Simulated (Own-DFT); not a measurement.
# Shaking the atoms of 2H SiC, 32 atoms (C16Si16)

Calculated results; nothing here was measured. They come from Own-DFT, an in-house plane-wave density functional program, since retired, whose code no person has reviewed. Each row is one single-point run on a periodic cell that was not relaxed, without spin or spin-orbit coupling.

Settings of every run: PBE; PseudoDojo norm-conserving scalar-relativistic files; cutoff 42 hartree; 5 x 5 x 3 k mesh centred on Gamma; Fermi-Dirac smearing of 0.1 eV.

Known limits, some of them of some rows only: some atoms lie very close together; forces on such cells passed a denser k mesh, each cell not checked; stress not checked against mesh or cutoff.

Cell vectors in Å: (6.165, 0.000, 0.000); (-3.083, 5.339, 0.000); (0.000, 0.000, 10.068). In each run every atom was moved at random and independently from its ideal site; u is the rms move along one axis. E is the free energy for each atom above the fitted value at u = 0, and F the rms of the force components.

| run | u (Å) | E (meV/atom) | F (eV/Å) | largest force (eV/Å) | P (GPa) |
|---|---|---|---|---|---|
| 1 | 0.0297 | 35.9 | 0.828 | 2.53 | 3.71 |
| 2 | 0.0304 | 38.7 | 0.865 | 3.08 | 3.79 |
| 3 | 0.0340 | 42.7 | 0.895 | 3.13 | 4.02 |
| 4 | 0.0586 | 127.1 | 1.714 | 6.80 | 6.07 |
| 5 | 0.0608 | 151.1 | 1.866 | 5.59 | 6.62 |
| 6 | 0.0995 | ? | ? | ? | ? |
| 7 | 0.1061 | 459.9 | 3.972 | 20.03 | 15.03 |

## Worked fit

For small independent moves the energy grows as E = (3/2) K u², with K the mean stiffness felt by one atom. The runs with u up to 0.11 Å give K = 26.4 ± 1.0 eV/Å², with residuals divided by u² + 0.0006 Å², since the noise grows with the moves. The scatter is 5.5 meV/atom at u = 0.05 Å. The forces follow F = G u with G = 30.2 eV/Å²; no force at u = 0 is resolved. G exceeds K because the moves of its neighbours add to the force on an atom, and stiffness differs between atoms. The pressure follows P = 2.66 + 1090 u² GPa: at fixed volume, shortened bonds push harder than stretched ones pull.

## Withheld run

Question: what energy and rms force should run 6 give?

The fit gives 393 ± 24 meV/atom and about 3.01 eV/Å. The calculation gave 388.2 meV/atom and 3.141 eV/Å.
